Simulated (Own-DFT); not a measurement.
# Strain and stress in 6H (3C twinned every three layers) SiC, 48 atoms (C24Si24)

Everything here is calculated. The program is Own-DFT (plane waves, in-house, since retired, never reviewed by a person); positions were held fixed, and spin and spin-orbit coupling were off.

Common settings: PBE; PseudoDojo norm-conserving scalar-relativistic files; cutoff 42 hartree; 5 x 5 x 2 k mesh centred on Gamma; Fermi-Dirac smearing of 0.1 eV.

Known weak points: forces on such cells passed a denser k mesh, each cell not checked; stress not checked against mesh or cutoff.

Unstrained cell vectors in Å: (4.360, -4.360, 0.000); (0.000, 4.360, -4.360); (8.719, 8.719, 8.719). The unstrained cell has measured lattice constants (interpolated for alloys), not those of this functional. That, the random moves and any unrelaxed bonds set the pressure at no strain. In each run the cell takes a homogeneous strain; fractional positions stay. Each atom got a random Gaussian move of width 0.05 Å along each axis. Stress is counted positive in tension, P = -(s_xx + s_yy + s_zz)/3, and strain components are those of the symmetric tensor.

```
run,e_xx (%),e_yy (%),e_zz (%),e_yz (%),e_xz (%),e_xy (%),s_xx (GPa),s_yy (GPa),s_zz (GPa),s_yz (GPa),s_xz (GPa),s_xy (GPa),P (GPa),E (meV/atom)
1,1.70,-1.89,1.95,1.00,0.72,1.37,2.99,-10.85,2.92,5.70,2.47,7.15,1.65,12.2
2,0.25,-0.26,-0.50,-0.85,1.26,1.67,-7.80,-6.16,-6.96,-4.37,6.69,8.41,6.97,24.9
3,-1.84,-1.97,-1.27,0.67,1.74,0.52,-18.54,-18.56,-18.15,4.11,8.27,6.53,18.42,64.4
4,0.08,-0.42,1.51,1.76,1.03,0.14,-2.45,-6.41,1.01,8.12,4.83,3.41,2.62,3.5
5,0.64,0.24,1.23,-1.34,1.14,-0.95,-1.01,-1.93,1.77,-6.70,2.77,-3.44,0.39,15.7
6,-0.98,0.71,0.62,0.69,0.64,1.10,-8.64,-2.32,-2.80,3.43,4.41,4.88,4.58,10.2
7,-0.05,-1.71,0.42,-0.43,-1.47,-1.08,-7.86,-14.28,-5.38,-5.62,-11.02,-9.26,9.17,39.9
8,0.04,0.94,-1.38,1.04,0.47,-1.09,-5.76,-1.85,-13.19,5.90,4.11,-4.61,6.93,33.6
9,-0.33,-1.09,1.35,-1.20,1.92,0.21,-6.30,-8.51,-1.52,-6.30,7.56,1.41,5.44,14.5
10,1.74,0.07,1.83,-0.27,-0.62,-1.02,4.79,-1.06,4.38,-2.89,-4.12,-4.96,-2.70,1.1
11,-1.58,-0.66,1.25,-0.18,0.53,1.84,-16.88,-9.28,0.76,-0.87,3.60,10.79,8.47,39.8
12,1.45,-1.29,-1.29,-0.07,-0.17,-0.43,-2.53,-9.86,-10.58,-0.10,-2.31,-2.94,7.66,15.4
13,-1.79,-0.42,0.98,1.25,-1.98,1.79,-15.43,-9.57,-1.92,5.68,-7.33,10.16,8.97,41.8
14,1.03,0.43,0.71,0.05,-0.61,0.22,-0.21,0.42,-1.13,-1.37,-1.76,0.10,0.31,0.0
15,1.19,-0.89,0.33,0.14,1.07,-1.05,-0.25,-8.32,-3.04,-0.05,3.30,-4.33,3.87,11.5
16,1.27,-0.48,1.12,0.85,1.25,-0.40,?,?,?,?,?,?,?,?
```

E is the free energy per atom, counted from the lowest run shown.

## Working it out

Regress every stress component on the fractional strains (shears doubled) of the visible runs, with a constant. Shear strains stay in the fit of a normal stress only where such slopes are resolved. The slopes, in GPa:

```
stress  at no strain  per e_xx  per e_yy  per e_zz  scatter
  s_xx          -6.3  523 ± 33  113 ± 43  122 ± 36     1.49
  s_yy          -5.0  144 ± 17  508 ± 23   79 ± 19     0.78
  s_zz          -5.7   91 ± 31  110 ± 41  511 ± 34     1.42
```

The slope of each shear stress on twice its own strain, from a fit on all six strains: yz 266 ± 14, xz 239 ± 9, xy 246 ± 22 GPa. These are stiffnesses along x, y and z of the frame in which the cell vectors are given, which need not be the crystal's axes. The atoms are held to the strained lattice; where symmetry lets them move under strain, relaxing them would lower some slopes. Symmetry asks for nearly equal slopes across the diagonal; the mismatch is a measure of noise. A ninth of the table's sum, 245 ± 5 GPa, estimates the bulk modulus near the mean pressure of these runs, 5.5 GPa, so it lies above the value at zero pressure.

## The run left out

Question: what normal stresses and pressure should run 16 give?

Estimate: s_xx = 1.2, s_yy = -4.7, s_zz = 0.6 and P = 1.0 GPa. The hidden result is 2.84, -4.73, -0.84 and P = 0.91 GPa.
